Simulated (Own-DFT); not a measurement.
# Response to strain: 2H SiC, 32 atoms (C16Si16)

All numbers below are calculated, not measured. The program, named Own-DFT, is a retired in-house plane-wave density functional code that no person has reviewed. Each row is one single-point run on a periodic cell that was not relaxed, without spin or spin-orbit coupling.

Settings of every run: PBE; PseudoDojo norm-conserving scalar-relativistic files; cutoff 42 hartree; 5 x 5 x 3 k mesh centred on Gamma; Fermi-Dirac smearing of 0.1 eV.

Known limits: forces on such cells passed a denser k mesh, each cell not checked; stress not checked against mesh or cutoff.

Unstrained cell vectors in Å: (6.165, 0.000, 0.000); (-3.083, 5.339, 0.000); (0.000, 0.000, 10.068). The unstrained cell has measured lattice constants (interpolated for alloys), not those of this functional. That, the random moves and any unrelaxed bonds set the pressure at no strain. Each run strains this cell uniformly, with the atoms carried along. Every atom was also moved at random, by a Gaussian of width 0.05 Å on each axis. Strain is the symmetric tensor, in per cent. Stress is positive in tension, and the pressure is minus a third of its trace.

| run | e_xx (%) | e_yy (%) | e_zz (%) | e_yz (%) | e_xz (%) | e_xy (%) | s_xx (GPa) | s_yy (GPa) | s_zz (GPa) | s_yz (GPa) | s_xz (GPa) | s_xy (GPa) | P (GPa) | E (meV/atom) |
|---|---|---|---|---|---|---|---|---|---|---|---|---|---|---|
| 1 | -1.93 | 0.23 | 0.73 | -0.52 | 1.74 | -0.15 | -15.81 | -6.69 | -1.28 | -3.38 | 5.24 | -1.25 | 7.93 | 17.2 |
| 2 | 0.17 | 1.20 | -1.82 | 1.55 | 0.26 | -1.55 | -6.31 | 1.72 | -19.09 | 6.41 | 2.89 | -7.03 | 7.90 | 49.9 |
| 3 | 1.39 | 1.06 | 1.69 | 0.73 | 0.45 | 1.89 | 3.56 | -0.24 | 4.31 | 2.27 | 2.63 | 9.46 | -2.55 | 30.2 |
| 4 | -1.13 | -1.07 | -0.01 | -0.76 | -1.15 | 1.87 | -12.07 | -13.18 | -7.85 | -2.90 | -3.44 | 12.59 | 11.03 | 31.5 |
| 5 | 0.77 | -1.38 | 0.15 | 0.44 | 1.13 | 0.76 | -4.25 | -12.30 | -4.64 | 2.90 | 4.87 | 2.71 | 7.06 | 29.7 |
| 6 | 0.61 | -0.27 | -1.00 | 1.89 | 0.30 | -1.79 | -0.19 | -7.52 | -12.29 | 6.41 | 1.46 | -6.55 | 6.67 | 12.9 |
| 7 | 1.75 | 0.14 | -1.29 | 0.03 | -0.14 | -1.10 | 4.82 | -2.93 | -16.38 | 0.82 | -1.54 | -6.42 | 4.83 | 30.8 |
| 8 | -1.04 | -1.12 | 1.11 | -0.65 | -0.94 | 1.29 | -10.56 | -12.81 | -0.48 | -1.87 | -3.23 | 7.11 | 7.95 | 25.1 |
| 9 | 1.74 | -0.55 | -1.20 | 1.76 | 1.86 | -1.46 | 2.76 | -6.53 | -13.17 | 5.74 | 7.32 | -7.89 | 5.64 | 22.9 |
| 10 | 0.07 | 1.08 | -1.65 | -1.33 | 1.47 | 1.63 | -7.05 | 2.99 | -18.83 | -4.21 | 2.88 | 5.47 | 7.63 | 50.9 |
| 11 | 1.33 | 1.88 | 1.11 | 0.71 | -1.01 | -0.96 | 6.20 | 7.48 | -1.95 | 1.13 | -2.09 | -4.63 | -3.91 | 0.0 |
| 12 | -0.09 | -1.18 | -0.73 | 0.30 | -0.40 | -0.32 | -7.84 | -11.98 | -11.20 | 1.23 | -0.67 | -0.59 | 10.34 | 23.0 |
| 13 | -0.66 | 0.16 | 0.29 | 0.61 | -0.43 | -0.12 | -7.09 | -5.10 | -4.56 | 2.85 | -0.73 | -0.21 | 5.58 | 7.7 |
| 14 | 0.79 | 0.82 | -1.53 | 1.90 | 1.21 | 1.59 | 1.70 | -2.62 | -15.77 | 7.76 | 3.48 | 8.34 | 5.56 | 8.0 |
| 15 | -0.60 | -1.67 | 1.89 | 0.76 | 0.96 | -1.24 | -10.22 | -12.99 | 2.87 | 1.65 | 4.42 | -5.67 | 6.78 | 18.6 |
| 16 | 0.80 | 1.71 | 0.06 | -0.75 | -1.71 | -0.78 | 2.01 | 6.65 | -8.16 | -2.34 | -5.24 | -4.93 | -0.17 | 4.4 |
| 17 | -0.08 | -1.88 | -0.14 | 0.67 | -0.94 | -0.21 | -4.45 | -18.09 | -9.19 | 3.57 | -3.94 | 0.50 | 10.58 | 13.8 |
| 18 | 0.24 | 1.21 | 0.02 | 1.81 | 1.36 | -0.21 | ? | ? | ? | ? | ? | ? | ? | ? |

E is the free energy for each atom above the lowest run shown.

## Worked fit

Each stress component was fitted by least squares to a constant and the strains of the runs shown, as fractions, with shears doubled. Shear strains stay in the fit of a normal stress only where such slopes are resolved. The slopes, in GPa:

| stress | at no strain | per e_xx | per e_yy | per e_zz | scatter |
|---|---|---|---|---|---|
| s_xx | -5.0 | 571 ± 49 | 88 ± 42 | 60 ± 42 | 1.88 |
| s_yy | -5.4 | 86 ± 40 | 582 ± 35 | 10 ± 34 | 1.55 |
| s_zz | -7.3 | 5 ± 35 | -19 ± 30 | 611 ± 29 | 1.32 |

Each shear stress against twice its own strain: yz 182 ± 12, xz 159 ± 11, xy 260 ± 9 GPa. These are stiffnesses along x, y and z of the frame in which the cell vectors are given, which need not be the crystal's axes. The atoms are held to the strained lattice; where symmetry lets them move under strain, relaxing them would lower some slopes. The table should be nearly symmetric about its diagonal, and what it lacks of that shows the noise. A ninth of its sum, 222 ± 6 GPa, estimates the bulk modulus near the mean pressure of these runs, 5.8 GPa, so it lies above the value at zero pressure.

## Withheld run

Question: what normal stresses and pressure should run 18 give?

The fit gives s_xx = -2.6, s_yy = 1.8, s_zz = -7.4 and P = 2.7 GPa. The calculation gave -1.53, 1.49, -4.63 and P = 1.56 GPa.
